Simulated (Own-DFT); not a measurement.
Hf₃₆O₇₁ (tetragonal hafnia with one neutral oxygen vacancy, atoms displaced) (calculated)

A calculation, not a measurement: plane-wave PBE and HSE06 DFT by an unreviewed code, no spin, of a simulated cell at Gamma alone, so results move with cell size and shape, stress positive in tension, energies less offsets, not probed for a lower state with spin; hafnium file: forces about 75 meV/angstrom off all-electron values; oxygen file: force components 24 meV/angstrom off all-electron in a glass; k mesh not checked against a denser one; forces and stress are PBE's, HSE06 gives the energy alone, and its difference from PBE has offsets of its own; offsets are fitted by least squares, one for each functional and potential file, so energies compare only between cells with the same atoms and settings and are not formation energies; the far tail of each file's local potential was reset to the Coulomb form; each entry is a single point on an unrelaxed cell, so the pressure reflects the starting lattice, taken from the Materials Project, from which strain is counted, and rises with the displacements; printed positions are rounded, which can move forces by about a meV/angstrom; the program is a retired in-house code; no spin-orbit coupling. Program: Own-DFT development build.

Settings shared by all entries: first functional PBE; second functional HSE06; exact exchange share 0.25; screening 0.11 1/bohr; exchange divergence Gygi-Baldereschi; potential files PseudoDojo norm-conserving, scalar-relativistic, made for PBE, standard set; wave cutoff 48 hartree; occupations fixed; k mesh 1 x 1 x 1 centred on Gamma.

```json
{"entry": 1, "formula": "Hf36O71", "kind": "tetragonal hafnia with one neutral oxygen vacancy, atoms displaced", "structure": {"cell_angstrom": [[10.78, 0.0, 0.0], [0.0, 10.78, 0.0], [0.0, 0.0, 10.4493]], "atoms_fractional": [["Hf", 0.9959, 0.99949, 0.0013], ["Hf", 0.17294, 0.16818, 0.26027], ["O", 0.99794, 0.16622, 0.15235], ["O", 0.16686, 0.99634, 0.35041], ["O", 0.00159, 0.17147, 0.40564], ["O", 0.16277, 0.99937, 0.10607], ["Hf", 0.00443, 0.00088, 0.50189], ["Hf", 0.16515, 0.16729, 0.74195], ["O", 0.99529, 0.165, 0.64724], ["O", 0.16951, 0.00703, 0.85404], ["O", 0.00201, 0.16916, 0.9063], ["O", 0.16422, 0.99388, 0.59341], ["Hf", 0.99917, 0.33769, 0.00032], ["Hf", 0.16783, 0.50307, 0.25539], ["O", 0.99996, 0.48854, 0.15985], ["O", 0.17199, 0.33002, 0.34242], ["O", 0.00227, 0.50595, 0.39693], ["O", 0.16712, 0.33064, 0.09728], ["Hf", 0.9941, 0.33471, 0.49848], ["Hf", 0.16673, 0.49712, 0.74517], ["O", 0.99417, 0.49676, 0.64869], ["O", 0.17246, 0.33093, 0.84149], ["O", 0.99619, 0.50161, 0.9092], ["O", 0.16511, 0.33788, 0.59938], ["Hf", 0.00222, 0.66712, 0.99226], ["Hf", 0.16548, 0.82785, 0.25464], ["O", 0.01175, 0.83814, 0.15134], ["O", 0.17455, 0.66932, 0.35288], ["O", 0.99727, 0.83364, 0.39775], ["O", 0.16583, 0.6776, 0.09676], ["Hf", 0.00163, 0.67045, 0.49949], ["Hf", 0.1723, 0.83411, 0.74885], ["O", 0.00247, 0.83975, 0.65853], ["O", 0.15724, 0.66593, 0.8438], ["O", 0.00102, 0.82842, 0.90083], ["O", 0.17095, 0.67545, 0.60372], ["Hf", 0.33541, 0.00158, 0.00019], ["Hf", 0.49452, 0.16484, 0.24559], ["O", 0.33327, 0.16691, 0.14734], ["O", 0.49898, 0.0065, 0.35237], ["O", 0.3334, 0.17334, 0.40649], ["O", 0.49523, 0.99401, 0.09225], ["Hf", 0.33929, 0.99477, 0.49862], ["Hf", 0.49515, 0.16802, 0.74563], ["O", 0.33288, 0.16651, 0.65204], ["O", 0.49869, 0.00495, 0.85231], ["O", 0.33166, 0.17078, 0.89997], ["O", 0.50367, 0.99539, 0.59356], ["Hf", 0.32705, 0.33092, 0.99795], ["Hf", 0.48406, 0.50441, 0.2524], ["O", 0.33547, 0.50055, 0.15251], ["O", 0.49772, 0.33544, 0.35411], ["O", 0.33429, 0.50531, 0.40021], ["O", 0.50232, 0.34061, 0.09366], ["Hf", 0.32788, 0.33461, 0.50568], ["Hf", 0.50218, 0.49838, 0.74613], ["O", 0.33869, 0.50312, 0.65118], ["O", 0.4967, 0.33518, 0.84803], ["O", 0.33614, 0.50442, 0.90875], ["O", 0.50631, 0.33293, 0.59855], ["Hf", 0.33569, 0.67042, 0.99856], ["Hf", 0.50121, 0.83997, 0.25605], ["O", 0.32694, 0.83609, 0.14951], ["O", 0.49724, 0.66203, 0.3499], ["O", 0.33742, 0.83647, 0.40032], ["O", 0.49811, 0.6644, 0.10571], ["Hf", 0.33794, 0.6612, 0.50444], ["Hf", 0.50103, 0.83142, 0.73878], ["O", 0.48951, 0.6656, 0.84608], ["O", 0.31907, 0.8279, 0.90547], ["O", 0.49464, 0.66601, 0.59661], ["Hf", 0.66663, 0.99602, 0.99858], ["Hf", 0.82801, 0.16037, 0.25274], ["O", 0.66651, 0.1642, 0.15609], ["O", 0.82934, 0.00363, 0.3437], ["O", 0.66886, 0.16452, 0.40605], ["O", 0.82923, 0.00288, 0.09323], ["Hf", 0.66533, 0.99954, 0.49951], ["Hf", 0.81371, 0.1631, 0.74142], ["O", 0.66704, 0.16573, 0.64857], ["O", 0.83891, 0.99379, 0.84574], ["O", 0.66588, 0.16692, 0.90404], ["O", 0.84203, 0.99897, 0.59756], ["Hf", 0.6727, 0.33715, 0.00697], ["Hf", 0.83816, 0.49742, 0.25802], ["O", 0.66187, 0.49479, 0.15664], ["O", 0.83048, 0.33111, 0.35182], ["O", 0.65778, 0.49988, 0.39723], ["O", 0.8389, 0.33749, 0.11595], ["Hf", 0.66538, 0.33365, 0.50672], ["Hf", 0.83244, 0.49757, 0.74935], ["O", 0.66433, 0.4969, 0.6543], ["O", 0.83083, 0.32889, 0.85262], ["O", 0.67126, 0.49633, 0.90627], ["O", 0.82939, 0.33979, 0.59159], ["Hf", 0.66704, 0.65968, 0.00307], ["Hf", 0.8342, 0.82721, 0.24481], ["O", 0.66528, 0.82952, 0.1483], ["O", 0.8278, 0.66675, 0.33955], ["O", 0.66792, 0.83313, 0.39389], ["O", 0.83793, 0.66381, 0.09353], ["Hf", 0.66079, 0.66267, 0.50742], ["Hf", 0.83153, 0.83517, 0.74609], ["O", 0.66314, 0.83694, 0.65325], ["O", 0.84366, 0.66519, 0.84933], ["O", 0.66524, 0.82306, 0.90461], ["O", 0.83873, 0.6709, 0.59586]]}, "results": {"PBE_energy_of_cell_above_offsets [eV]": "-96.901", "HSE06_less_PBE_above_offsets [eV]": "0.125", "PBE_pressure [GPa]": 1.75, "PBE_stress_xx [GPa]": -2.88, "PBE_stress_yy [GPa]": -0.44, "PBE_stress_zz [GPa]": -1.95, "PBE_stress_yz [GPa]": 0.0, "PBE_stress_xz [GPa]": -0.75, "PBE_stress_xy [GPa]": 0.04, "force_element": ["Hf", "Hf", "O", "O", "O", "O", "Hf", "Hf", "O", "O", "O", "O", "Hf", "Hf", "O", "O", "O", "O", "Hf", "Hf", "O", "O", "O", "O", "Hf", "Hf", "O", "O", "O", "O", "Hf", "Hf", "O", "O", "O", "O", "Hf", "Hf", "O", "O", "O", "O", "Hf", "Hf", "O", "O", "O", "O", "Hf", "Hf", "O", "O", "O", "O", "Hf", "Hf", "O", "O", "O", "O", "Hf", "Hf", "O", "O", "O", "O", "Hf", "Hf", "O", "O", "O", "Hf", "Hf", "O", "O", "O", "O", "Hf", "Hf", "O", "O", "O", "O", "Hf", "Hf", "O", "O", "O", "O", "Hf", "Hf", "O", "O", "O", "O", "Hf", "Hf", "O", "O", "O", "O", "Hf", "Hf", "O", "O", "O", "O"], "force_x [eV/angstrom]": [1.964, -1.91, 0.13, 0.247, 0.363, 0.97, -0.297, -1.385, 0.16, -0.022, 0.096, 1.935, -0.368, -0.392, 1.307, 0.006, 0.145, -0.05, -0.19, -0.171, 1.117, -0.219, 0.341, -0.249, 0.34, 0.596, -3.078, -0.432, -0.173, 0.169, 0.361, -0.363, -0.271, 0.38, -0.057, -0.116, -2.97, 0.957, 0.316, -0.03, -0.241, 1.558, -1.613, -0.161, 0.09, -0.064, 0.551, -0.588, 1.211, 3.607, -2.776, -0.37, -0.686, -0.863, 1.711, -1.024, -1.023, 0.206, -0.778, -2.011, -0.216, -0.549, 1.712, -0.001, 0.555, 0.198, -1.879, -1.387, 0.823, 0.552, 1.737, -0.354, 1.499, -1.168, 0.217, -0.223, 0.014, 1.855, 4.961, -2.623, -1.095, 0.334, -2.552, -0.088, -1.587, 0.862, 0.431, 0.917, -1.039, -0.305, 0.535, 0.769, -0.019, -0.157, 0.496, -0.064, 0.416, 0.093, 0.327, -0.639, -0.447, 1.373, 1.67, 0.65, -1.038, 0.028, -1.492], "force_y [eV/angstrom]": [0.806, -2.19, -0.238, 0.756, -0.585, 0.667, 0.232, -0.949, 0.615, -0.658, -0.016, 0.128, -1.959, -0.312, 0.817, 2.249, -0.314, 0.302, -0.313, 0.749, 0.211, 1.069, -1.23, 0.104, 0.972, 1.747, -0.281, -0.961, -0.522, -1.478, 0.493, 0.441, -0.459, -0.922, 1.48, -0.27, -0.348, 2.328, -0.112, -0.482, -1.152, 0.209, 0.596, 0.627, 0.173, -1.243, -0.688, 0.004, 0.825, -1.505, -0.036, -0.947, -1.508, -1.063, -0.004, -0.566, -0.403, -0.273, -0.934, -0.162, -0.607, -1.638, 0.023, 2.272, -0.807, 0.389, 1.337, 0.465, 0.433, 1.611, 0.756, -0.171, 1.846, -0.16, -2.071, 0.28, -0.5, -0.11, -0.166, -0.28, 1.095, -0.429, -0.088, -0.332, -1.025, 0.568, 0.246, 0.505, -0.179, 0.372, 0.129, 1.021, 0.511, 0.79, -0.329, 0.135, 0.794, 0.427, 0.153, -0.098, 0.38, -0.338, -0.921, -0.457, -0.237, 1.03, -0.154], "force_z [eV/angstrom]": [0.232, -2.554, 1.078, 0.556, -0.081, -1.116, -1.03, 2.088, 0.452, -1.525, -0.302, 0.921, 1.48, -1.546, -0.166, 1.56, 1.03, -0.196, -0.376, 1.271, 0.312, -0.006, -1.46, -0.437, 0.92, -1.757, 0.127, 0.529, 0.737, 0.268, 0.086, 1.138, -0.801, -0.482, 0.025, -0.745, -0.171, 0.42, 0.519, -0.342, -0.165, 1.488, -0.319, 2.299, -0.737, -1.543, -0.272, 1.017, 0.174, -0.357, -0.245, -0.835, 0.699, 0.087, -1.457, 2.622, -0.402, -1.228, -0.899, 0.873, 1.314, -1.37, 0.95, 0.928, 1.023, -0.883, -1.562, 2.559, -0.816, -1.428, 1.272, -0.237, -0.962, -0.395, 0.65, 0.481, 0.354, -1.555, 3.386, -1.1, -0.268, -0.528, 0.032, 1.172, -1.651, -0.208, 0.833, 2.413, -2.1, -3.764, 1.58, -0.576, -1.07, -1.045, 1.642, 1.289, -0.373, 0.489, 1.198, 1.371, 0.457, -2.92, 1.164, -0.943, -1.425, -0.681, -0.149]}}
{"entry": 2, "formula": "Hf36O71", "kind": "tetragonal hafnia with one neutral oxygen vacancy, atoms displaced", "structure": {"cell_angstrom": [[10.78, 0.0, 0.0], [0.0, 10.78, 0.0], [0.0, 0.0, 10.4493]], "atoms_fractional": [["Hf", 0.99711, 0.99595, 0.99442], ["Hf", 0.16498, 0.17082, 0.25238], ["O", 0.00117, 0.16884, 0.1537], ["O", 0.17327, 0.00372, 0.34411], ["O", 0.99945, 0.16477, 0.40052], ["O", 0.17283, 0.99835, 0.09535], ["Hf", 0.99784, 0.0012, 0.49962], ["Hf", 0.16346, 0.16679, 0.75083], ["O", 0.9984, 0.16863, 0.64732], ["O", 0.17094, 0.99778, 0.84829], ["O", 0.00507, 0.1667, 0.90886], ["O", 0.16628, 0.99735, 0.60183], ["Hf", 0.00623, 0.329, 0.99841], ["Hf", 0.16385, 0.50055, 0.24753], ["O", 0.00163, 0.50275, 0.16198], ["O", 0.17058, 0.33276, 0.34669], ["O", 0.99737, 0.50062, 0.3922], ["O", 0.16396, 0.33111, 0.09489], ["Hf", 0.99825, 0.32918, 0.49724], ["Hf", 0.17078, 0.49006, 0.74885], ["O", 0.99537, 0.49852, 0.65267], ["O", 0.16888, 0.33235, 0.84991], ["O", 0.99697, 0.49942, 0.89956], ["O", 0.17026, 0.33356, 0.60166], ["Hf", 0.00184, 0.66618, 0.99427], ["Hf", 0.16306, 0.83276, 0.24722], ["O", 0.00146, 0.83439, 0.14926], ["O", 0.16821, 0.67109, 0.34533], ["O", 0.00287, 0.83375, 0.41093], ["O", 0.17395, 0.66814, 0.10015], ["Hf", 0.99926, 0.66369, 0.50047], ["Hf", 0.16279, 0.83418, 0.75177], ["O", 0.00716, 0.83647, 0.65491], ["O", 0.16624, 0.66698, 0.84375], ["O", 0.00019, 0.834, 0.90044], ["O", 0.16632, 0.66961, 0.59133], ["Hf", 0.32795, 0.99973, 0.00785], ["Hf", 0.49721, 0.17104, 0.24822], ["O", 0.33835, 0.16373, 0.15174], ["O", 0.49941, 0.00066, 0.34446], ["O", 0.33753, 0.16856, 0.39773], ["O", 0.49722, 0.00252, 0.09492], ["Hf", 0.33727, 0.00253, 0.50209], ["Hf", 0.49303, 0.16418, 0.75025], ["O", 0.33282, 0.16797, 0.65223], ["O", 0.49811, 0.00276, 0.84955], ["O", 0.33377, 0.16345, 0.90283], ["O", 0.49983, 0.99862, 0.59722], ["Hf", 0.33293, 0.33135, 0.99984], ["Hf", 0.50291, 0.49859, 0.25068], ["O", 0.33647, 0.50511, 0.15279], ["O", 0.49831, 0.33354, 0.34347], ["O", 0.33243, 0.50178, 0.40216], ["O", 0.49922, 0.33218, 0.10133], ["Hf", 0.32999, 0.33224, 0.50275], ["Hf", 0.50082, 0.49977, 0.75135], ["O", 0.32821, 0.49618, 0.65425], ["O", 0.50102, 0.33073, 0.85051], ["O", 0.3354, 0.49703, 0.89933], ["O", 0.49804, 0.33532, 0.59481], ["Hf", 0.33041, 0.66307, 0.0005], ["Hf", 0.4949, 0.83218, 0.25251], ["O", 0.33327, 0.83328, 0.14644], ["O", 0.49968, 0.66422, 0.34722], ["O", 0.33167, 0.84106, 0.40455], ["O", 0.50204, 0.66251, 0.1002], ["Hf", 0.33253, 0.67003, 0.50126], ["Hf", 0.50233, 0.83109, 0.75165], ["O", 0.33248, 0.82875, 0.65285], ["O", 0.50104, 0.66729, 0.84028], ["O", 0.33529, 0.83899, 0.89983], ["O", 0.50128, 0.66659, 0.59456], ["Hf", 0.66791, 0.99847, 0.00501], ["Hf", 0.83417, 0.16834, 0.25], ["O", 0.83289, 0.00103, 0.34634], ["O", 0.66514, 0.16957, 0.40313], ["O", 0.83705, 0.00224, 0.09848], ["Hf", 0.66898, 0.00262, 0.50278], ["Hf", 0.83354, 0.16545, 0.75038], ["O", 0.66399, 0.16438, 0.64726], ["O", 0.82731, 0.00131, 0.84536], ["O", 0.66415, 0.16674, 0.90138], ["O", 0.83278, 0.00026, 0.60302], ["Hf", 0.6663, 0.33844, 0.99975], ["Hf", 0.83765, 0.5002, 0.24762], ["O", 0.66683, 0.49241, 0.15006], ["O", 0.83732, 0.33482, 0.34548], ["O", 0.6655, 0.49904, 0.40542], ["O", 0.83412, 0.33211, 0.09567], ["Hf", 0.66383, 0.33659, 0.49928], ["Hf", 0.83337, 0.49753, 0.75115], ["O", 0.66162, 0.49979, 0.65056], ["O", 0.83885, 0.33561, 0.84948], ["O", 0.66641, 0.499, 0.89958], ["O", 0.83505, 0.33345, 0.59847], ["Hf", 0.66639, 0.67072, 0.99642], ["Hf", 0.83671, 0.83692, 0.24886], ["O", 0.66735, 0.83326, 0.157], ["O", 0.83354, 0.66767, 0.34828], ["O", 0.66686, 0.83383, 0.40883], ["O", 0.83839, 0.66941, 0.09586], ["Hf", 0.66957, 0.66423, 0.49663], ["Hf", 0.83237, 0.83322, 0.74721], ["O", 0.66538, 0.83424, 0.6543], ["O", 0.83071, 0.66667, 0.84917], ["O", 0.66841, 0.83519, 0.90289], ["O", 0.83622, 0.66897, 0.59379]]}, "results": {"PBE_energy_of_cell_above_offsets [eV]": "-100.277", "HSE06_less_PBE_above_offsets [eV]": "-0.115", "PBE_pressure [GPa]": 1.25, "PBE_stress_xx [GPa]": -0.94, "PBE_stress_yy [GPa]": -0.83, "PBE_stress_zz [GPa]": -1.99, "PBE_stress_yz [GPa]": -0.02, "PBE_stress_xz [GPa]": 0.15, "PBE_stress_xy [GPa]": -0.09, "force_element": ["Hf", "Hf", "O", "O", "O", "O", "Hf", "Hf", "O", "O", "O", "O", "Hf", "Hf", "O", "O", "O", "O", "Hf", "Hf", "O", "O", "O", "O", "Hf", "Hf", "O", "O", "O", "O", "Hf", "Hf", "O", "O", "O", "O", "Hf", "Hf", "O", "O", "O", "O", "Hf", "Hf", "O", "O", "O", "O", "Hf", "Hf", "O", "O", "O", "O", "Hf", "Hf", "O", "O", "O", "O", "Hf", "Hf", "O", "O", "O", "O", "Hf", "Hf", "O", "O", "O", "O", "Hf", "Hf", "O", "O", "O", "Hf", "Hf", "O", "O", "O", "O", "Hf", "Hf", "O", "O", "O", "O", "Hf", "Hf", "O", "O", "O", "O", "Hf", "Hf", "O", "O", "O", "O", "Hf", "Hf", "O", "O", "O", "O"], "force_x [eV/angstrom]": [1.113, 0.913, 0.018, -0.798, 0.219, -3.212, 0.933, 0.805, 0.289, -0.918, -0.121, -0.033, -1.928, 1.771, -0.015, -0.464, 0.485, 1.177, -0.235, -1.087, 1.127, -0.282, 0.399, -1.533, 0.087, 1.397, -0.159, -0.192, -0.265, -1.909, 0.703, 2.231, -2.372, -0.05, -0.263, -0.375, 2.151, 1.15, -1.798, 0.143, -0.222, 1.293, -0.715, 1.392, -0.817, 0.556, -0.413, 0.193, 1.034, -0.483, -0.77, 0.303, -0.162, 0.076, 1.01, -0.356, 1.23, -0.274, -0.294, -0.031, 1.222, 0.289, 0.005, 0.069, 0.397, 0.062, 0.242, -1.5, 0.296, 0.207, 0.013, -0.111, -1.288, -0.908, 0.213, 0.425, -0.25, -0.904, -1.581, 0.51, 0.946, 0.696, 0.575, -0.163, -0.969, 0.586, 0.024, 0.191, 0.427, -0.036, -0.307, 1.216, -0.225, -0.137, -0.51, 0.153, -0.917, 0.116, -0.088, 0.112, -0.567, -0.695, 0.038, 0.787, 0.259, -0.057, -0.52], "force_y [eV/angstrom]": [0.458, -1.154, -0.045, -0.259, 0.333, 0.084, -0.543, -1.237, 0.013, 0.978, -0.75, 0.745, 0.744, 0.725, 0.021, 0.439, -0.382, 0.411, 0.971, 1.746, 0.023, -0.426, 0.062, -0.149, -0.312, 0.69, 0.135, -0.68, 0.264, -0.248, -0.126, -0.003, -0.122, -0.889, -0.332, -0.533, -0.396, -0.929, 0.646, -0.005, 0.081, -0.057, -0.066, -0.347, 0.008, -0.582, 1.035, 0.139, -0.505, 0.291, -0.587, 0.353, -0.41, -0.288, 0.595, -0.486, 0.291, 0.456, 0.196, 0.0, 1.102, 0.398, -0.238, 0.623, -1.248, 0.37, 0.274, 1.374, 0.079, -0.507, -1.497, -0.15, 1.202, 0.237, 0.023, -0.133, 0.01, 0.078, 0.732, 0.198, -0.295, 0.137, -0.107, -1.142, 0.152, 0.457, -0.264, 0.094, -0.237, -0.865, 0.082, -0.058, -0.905, 0.82, -0.031, -0.568, -0.743, 0.056, 0.12, 0.066, -0.217, 0.727, -0.159, -0.056, 0.163, -0.393, 0.161], "force_z [eV/angstrom]": [1.076, -0.507, 0.012, 0.036, 0.08, 0.82, 0.639, -0.169, 0.644, -0.039, -1.381, -0.672, 0.259, 1.244, -2.258, 0.372, 1.54, 0.698, 0.207, -0.116, -0.363, 0.168, 0.788, -0.083, 0.258, 0.58, 0.008, -0.255, -1.066, -0.485, -0.37, -0.421, -0.22, 0.565, -0.039, 0.362, -1.976, 0.103, -0.137, 0.171, 0.859, 0.466, -0.433, 0.775, -0.196, -0.742, -0.12, 0.092, 0.015, -0.236, -0.314, 0.713, 0.528, -0.61, -1.143, -0.481, -0.244, -0.346, 0.369, 0.182, -0.457, -0.075, 0.934, 0.029, -0.444, -0.986, -0.34, -0.301, 0.092, 1.149, 0.663, 0.076, -0.405, -0.602, 0.398, -0.422, -0.064, -0.444, -0.318, 0.847, 0.531, 0.989, -0.476, 0.265, 0.293, 0.202, 0.295, -0.873, 0.066, 0.466, -0.179, 0.244, -0.444, -0.061, -0.364, 0.784, 0.398, -0.313, -0.523, -0.309, -0.201, 0.387, -0.211, 0.107, -0.448, 0.039, 0.794]}}
```
